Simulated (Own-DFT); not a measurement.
Si3N4 (beta silicon nitride, strained, atoms displaced), SiC (4H silicon carbide, strained, atoms displaced) (calculated)

Computed with Own-DFT development build. A calculation, not a measurement: plane-wave PBE density functional theory by an unreviewed code, no spin, of a simulated periodic cell, stress positive in tension, free energy of the whole cell less one offset for each atom, forces on such cells passed a denser k mesh, this cell's mesh not checked; offsets are fitted by least squares, one for each functional and potential file, so energies compare only between cells with the same atoms and settings and are not formation energies; the far tail of each file's local potential was reset to the Coulomb form; each entry is a single point on an unrelaxed cell, so the pressure reflects the starting lattice, mostly measured values (interpolated for alloys), from which strain is counted, and rises with the displacements; printed positions are rounded, which can move forces by about a meV/angstrom; the program, named Own-DFT, is a retired in-house code; no spin-orbit coupling.

Settings shared by all entries: functional PBE; potential files PseudoDojo norm-conserving, scalar-relativistic, standard set; wave cutoff 42 hartree; occupations Fermi-Dirac; smearing width 0.1 eV.

(1) 
```xyz
42
Lattice="7.5059 -0.1221 -0.0006 -3.8587 6.7072 0.0448 -0.0007 0.0590 8.7237" Properties=species:S:1:pos:R:3:force_x:R:1:force_y:R:1:force_z:R:1 formula=Si3N4 k_mesh=3_x_3_x_3_centred_on_Gamma free_energy_of_cell_above_offsets=-2.527 pressure=9.77 stress_xx=-13.24 stress_yy=-10.5 stress_zz=-5.58 stress_yz=1.61 stress_xz=0.49 stress_xy=-7.83
Si    -1.6530     5.1715     0.8120       0.22     -2.326     -0.578
Si     0.1540     2.7592     0.8090      3.559      0.051     -3.141
Si     1.2500     5.4987     0.7697      1.411     -0.097     -0.104
Si     5.2639     1.3167     2.2196      1.247      10.54      0.092
Si     3.4302     3.9372     2.2052      2.277     -1.883      3.323
Si     2.3645     1.1551     2.1492     -1.557     -2.681      0.828
N      2.4231     0.1029     0.7523       -0.1      1.678      0.488
N      6.2038     1.9714     0.7494     -5.559     -3.099      0.321
N      2.6718     4.3729     0.8356     -1.781      2.149     -3.159
N      1.2729     6.5007     2.2550     -0.351     -7.385     -1.828
N     -2.3978     4.6512     2.2359     -1.697     -0.034       0.45
N      1.0317     2.1752     2.1129     -1.576       0.99      2.798
N     -0.0636     4.4565     0.7790     -0.527      0.224      0.299
N      3.6081     2.1581     2.2324      4.914      1.632     -0.311
Si    -1.5834     5.1955     3.6895      -3.04     -1.564     -0.506
Si     0.2108     2.7380     3.6150      1.166     -0.058      0.617
Si     1.2436     5.4314     3.5850      1.721      2.542      3.776
Si     5.3433     1.4971     5.1059     -2.028     -0.911      -1.76
Si     3.4845     3.9317     5.2260     -0.166     -1.973     -4.484
Si     2.3787     1.1336     5.0334     -2.044      0.077       1.27
N      2.3536     0.1344     3.6306     -0.305      2.441     -0.911
N      6.1920     1.9560     3.6695     -2.785     -1.565     -1.519
N      2.6262     4.4577     3.6818      1.373     -0.832     -0.133
N      1.2864     6.4796     5.1068     -0.077     -1.501      0.086
N     -2.4333     4.6969     5.1188     -0.409     -0.228      0.327
N      0.9174     2.1820     5.1476      1.232      0.119     -2.374
N     -0.1043     4.4929     3.6714      1.627     -2.651     -0.258
N      3.6645     2.1573     5.0317      2.603       2.49      0.544
Si    -1.7427     5.1550     6.5958      3.287      2.012     -1.126
Si     0.1519     2.8658     6.4963      1.118      -5.36      2.559
Si     1.2821     5.4619     6.6108      0.688      3.587     -1.737
Si     5.3358     1.5359     7.9969      0.259     -0.152      0.849
Si     3.4944     3.9567     8.0676     -1.847     -1.411     -0.424
Si     2.3860     1.0563     8.0403     -0.774      3.859     -2.181
N      2.3278     0.2323     6.5019     -0.024     -2.111      1.102
N      6.0590     1.9520     6.5188      2.142      1.486      1.416
N      2.6483     4.4706     6.5213      0.818      -0.19      3.678
N      1.2570     6.4815     8.0431      0.644      0.387      0.179
N     -2.4949     4.8257     8.0313     -0.053     -0.264      1.827
N      1.0119     2.2544     8.0448     -0.347       0.03     -0.516
N     -0.0124     4.4547     6.6575     -3.932      2.469     -0.277
N      3.7752     2.2347     7.9963     -1.325     -0.491      0.495
```

Units: free_energy_of_cell_above_offsets in eV; pressure, stress_xx, stress_yy, stress_zz, stress_yz, stress_xz, stress_xy in GPa; force_x, force_y, force_z in eV/Å.

(2) 
```xyz
72
Lattice="9.0675 0.1551 -0.1466 -4.3995 7.9294 -0.0858 -0.1596 -0.2000 10.0344" Properties=species:S:1:pos:R:3 formula=SiC hardware=one_NVIDIA_H100 k_mesh=4_x_4_x_3_centred_on_Gamma
Si     4.6219     7.9295     3.9242
Si    -0.0144     1.7402     1.5505
C      4.6374     8.0641     0.6625
C      0.0249     1.7028     3.4601
Si    -1.4776     2.5988     4.0403
Si    -1.4285     4.4079     1.4829
C     -1.4083     2.6338     0.9306
C     -1.4724     4.3984     3.3167
Si    -3.0370     5.2878     4.0199
Si    -2.9379     7.0899     1.4496
C     -2.9581     5.3122     0.9645
C     -2.9410     6.9854     3.2976
Si    -1.4914     7.8208     3.9668
Si     2.9453     1.8368     1.4714
C      2.9936     0.0492     0.9045
C      2.9564     1.7026     3.3526
Si     1.4300     2.6051     4.0619
Si     1.6210     4.4711     1.4422
C      1.5410     2.6336     0.8785
C      1.4360     4.3851     3.2726
Si     0.0340     5.1925     4.0407
Si     0.1464     7.1028     1.4000
C     -0.0059     5.3201     0.8437
C      0.0867     7.0592     3.2945
Si     6.0665     0.0323     3.9838
Si     6.0481     1.8261     1.4326
C      5.9795     0.1291     0.7082
C      5.9761     1.8779     3.3301
Si     4.5140     2.6160     3.9934
Si     4.5940     4.4298     1.4156
C      4.6302     2.7863     0.8237
C      4.5834     4.4156     3.3158
Si     3.0012     5.2535     3.9391
Si     3.1550     7.1122     1.2886
C      3.0583     5.3782     0.7559
C      3.1574     7.1540     3.2079
Si     4.5334     7.7604     8.7666
Si     4.5374     6.1874     6.5197
C      4.5613     7.9461     5.7533
C      4.4823     6.2366     8.3152
Si     5.9495     5.2877     8.8932
Si     5.9939     3.5677     6.3999
C     -2.9872     5.1357     5.9937
C      5.9481     3.5706     8.3291
Si     7.4312     2.6482     8.8633
Si     7.4244     0.8283     6.4805
C     -1.5713     2.5708     6.0328
C      7.5282     0.7924     8.3828
Si     1.5002     7.8330     8.8862
Si     1.6088     6.1264     6.4939
C      1.5784     7.8895     5.7679
C      1.4640     6.0481     8.2977
Si     2.9135     5.1933     8.9080
Si     3.0181     3.4577     6.3728
C      2.9308     5.2355     5.7056
C      2.9733     3.5714     8.3760
Si     4.4081     2.4695     9.0205
Si     4.4243     0.8181     6.4151
C      4.4990     2.6976     5.8626
C      4.4481     0.8578     8.4671
Si    -1.5571     7.7248     8.9605
Si    -1.4397     6.0584     6.5009
C      2.9490    -0.0585     5.9107
C     -1.4888     6.0325     8.3714
Si    -0.0570     5.1849     8.9619
Si    -0.1055     3.4626     6.4822
C      0.0437     5.2683     5.8721
C     -0.1025     3.3930     8.3983
Si     1.2836     2.4377     8.9903
Si     1.4543     0.7704     6.4366
C      1.4711     2.5720     5.9492
C      1.4062     0.8121     8.4146
```

## Withheld values
1. Give the missing stress xx for SiC (4H silicon carbide, strained, atoms displaced) (entry 2).
2. Give the table of force values for SiC (4H silicon carbide, strained, atoms displaced) (entry 2).

## Answers
1. -16.12 GPa
2. 
Force:
```csv
element,x (eV/Å),y (eV/Å),z (eV/Å)
Si,0.253,1.599,-1.771
Si,1.509,-0.543,0.157
C,-0.045,0.034,-0.273
C,-1.667,-1.518,-0.194
Si,-1.493,0.263,0.222
Si,-0.737,-0.206,0.133
C,-2.435,0.203,-1.003
C,-0.616,-0.683,2.509
Si,1.021,-1.951,0.042
Si,0.589,-0.565,0.069
C,-0.548,-0.666,-1.836
C,-0.987,0.016,1.672
Si,2.009,1.545,-1.564
Si,3.241,-1.535,0.931
C,-0.001,-0.104,-0.554
C,0.207,0.625,1.289
Si,2.182,0.497,-0.996
Si,-2.34,-0.871,-0.668
C,-2.137,1.946,-1.361
C,2.37,-0.718,1.525
Si,-0.722,2.456,-1.953
Si,-1.149,-0.129,0.531
C,2.596,0.603,-1.272
C,0.654,-0.54,0.897
Si,-1.658,0.322,-1.014
Si,1.013,0.947,0.197
C,1.151,-1.409,3.018
C,2.577,-2.073,-0.094
Si,-1.522,1.132,-0.836
Si,0.282,2.854,0.564
C,-1.837,-2.352,-0.258
C,-1.24,0.188,0.125
Si,0.537,0.947,-2.745
Si,-0.628,1.417,0.984
C,1,-0.573,0.049
C,-0.955,-1.892,0.079
Si,1.654,9.035,4.103
Si,-0.056,-0.692,-3.309
C,0.394,-0.641,0.186
C,-0.777,-7.998,-1.735
Si,1.338,-0.15,1.55
Si,0.104,-0.097,1.838
C,-0.641,1.947,-1.525
C,-0.859,-1.67,-0.742
Si,0.837,-0.638,1.377
Si,1.262,2.09,0.645
C,-0.317,-2.099,-2.417
C,-3.085,1.191,-1.535
Si,1.021,0.531,-0.964
Si,-2.223,0.215,-1.414
C,-0.584,-0.229,0.184
C,-0.392,1.275,0.435
Si,1.229,1.487,1.748
Si,-1.948,1.676,3.043
C,2.647,0.056,2.694
C,-0.474,-4.746,-1.783
Si,0.098,5.122,-0.176
Si,1.324,1.612,2.295
C,0.841,-2.736,-1.304
C,-1.44,-3.663,-3.308
Si,0.902,2.8,0.749
Si,-1.293,0.687,0.225
C,-0.304,-1.639,-0.556
C,-2.257,0.009,-0.766
Si,0.795,-1.749,1.572
Si,1.988,0.242,1.802
C,0.284,-1.161,0.079
C,-0.9,0.78,-0.704
Si,2.552,2.956,1.437
Si,-1.216,1.027,2.83
C,-0.673,-0.072,-1.462
C,-0.304,-4.024,-1.692
```

Further results for SiC (4H silicon carbide, strained, atoms displaced) (entry 2):

* free energy of cell above offsets: -2.762 eV
* pressure: 11.71 GPa
* stress yy: -10.64 GPa
* stress zz: -8.37 GPa
* stress yz: -8.81 GPa
* stress xz: -5.48 GPa
* stress xy: 8.56 GPa
* wall time: 340.6 s
